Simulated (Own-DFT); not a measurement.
# An alloy series: diamond-structure SiGe

Calculated results; nothing here was measured. The program, named Own-DFT, is a retired in-house plane-wave density functional code that no person has reviewed. Each row is one single-point run on a periodic cell that was not relaxed, without spin or spin-orbit coupling.

Settings of every run: PBE; PseudoDojo norm-conserving scalar-relativistic files; cutoff 42 hartree; 5 x 5 x 5 k mesh centred on Gamma; Fermi-Dirac smearing of 0.1 eV.

Known limits, some of them of some rows only: forces on such cells failed a check on a denser k mesh; forces on such cells moved up to 12 meV/angstrom on a denser k mesh; forces on such cells passed a denser k mesh, each cell not checked; stress not checked against mesh or cutoff.

Each cell has 16 atoms, with Ge and Si placed at random on their shared sites; x is the share of Ge. Lattice constants follow the straight line between measured values of the end members, and atoms start on the ideal sites of that lattice. Every atom was also moved at random, by a Gaussian of width 0.03 Å on each axis. u is the rms move along one axis. dE is the free energy for each Ge or Si site above the straight-line part, a + b x, of the fit below.

| x | cell | u (Å) | volume (Å³/atom) | P (GPa) | dE (meV/site) |
|---|---|---|---|---|---|
| 0.125 | Ge2Si14 | 0.0303 | 20.340 | 2.27 | 5.9 |
| 0.125 | Ge2Si14 | 0.0274 | 20.340 | 2.22 | 1.0 |
| 0.125 | Ge2Si14 | 0.0325 | 20.340 | 2.37 | 18.7 |
| 0.125 | Ge2Si14 | 0.0297 | 20.340 | 2.27 | 6.1 |
| 0.250 | Ge4Si12 | 0.0337 | 20.659 | 2.41 | 14.8 |
| 0.250 | Ge4Si12 | 0.0267 | 20.659 | 2.34 | 8.7 |
| 0.250 | Ge4Si12 | 0.0220 | 20.659 | 2.23 | -0.3 |
| 0.250 | Ge4Si12 | 0.0309 | 20.659 | 2.31 | 10.1 |
| 0.500 | Ge8Si8 | 0.0290 | 21.306 | 2.72 | 13.2 |
| 0.500 | Ge8Si8 | 0.0287 | 21.306 | 2.87 | 21.4 |
| 0.500 | Ge8Si8 | 0.0304 | 21.306 | 2.74 | 16.0 |
| 0.500 | Ge8Si8 | 0.0345 | 21.306 | 2.77 | 20.0 |
| 0.750 | Ge12Si4 | 0.0304 | 21.966 | ? | ? |
| 0.875 | Ge14Si2 | 0.0306 | 22.302 | 3.65 | 5.3 |
| 0.875 | Ge14Si2 | 0.0330 | 22.302 | 3.70 | 9.4 |
| 0.875 | Ge14Si2 | 0.0305 | 22.302 | 3.65 | 5.7 |
| 0.875 | Ge14Si2 | 0.0267 | 22.302 | 3.72 | 7.7 |

## Worked fit

Fit E = a + b x + W x (1 - x) + k (u² - 0.03²) to the rows shown. It gives W = 63 ± 17 meV/site and k = 21 ± 6 eV/Å², with a scatter of 4.1 meV/site. Part of W is bond strain that relaxing the atoms would remove. The pressures follow P = 2.19 + 0.34 x + 1.57 x² GPa, with a scatter of 0.07.

## Withheld member

Question: what pressure and dE should the cell at x = 0.750 give?

The fits give 3.3 GPa and 12 meV/site. The calculation gave 3.26 GPa and 10.6 meV/site.
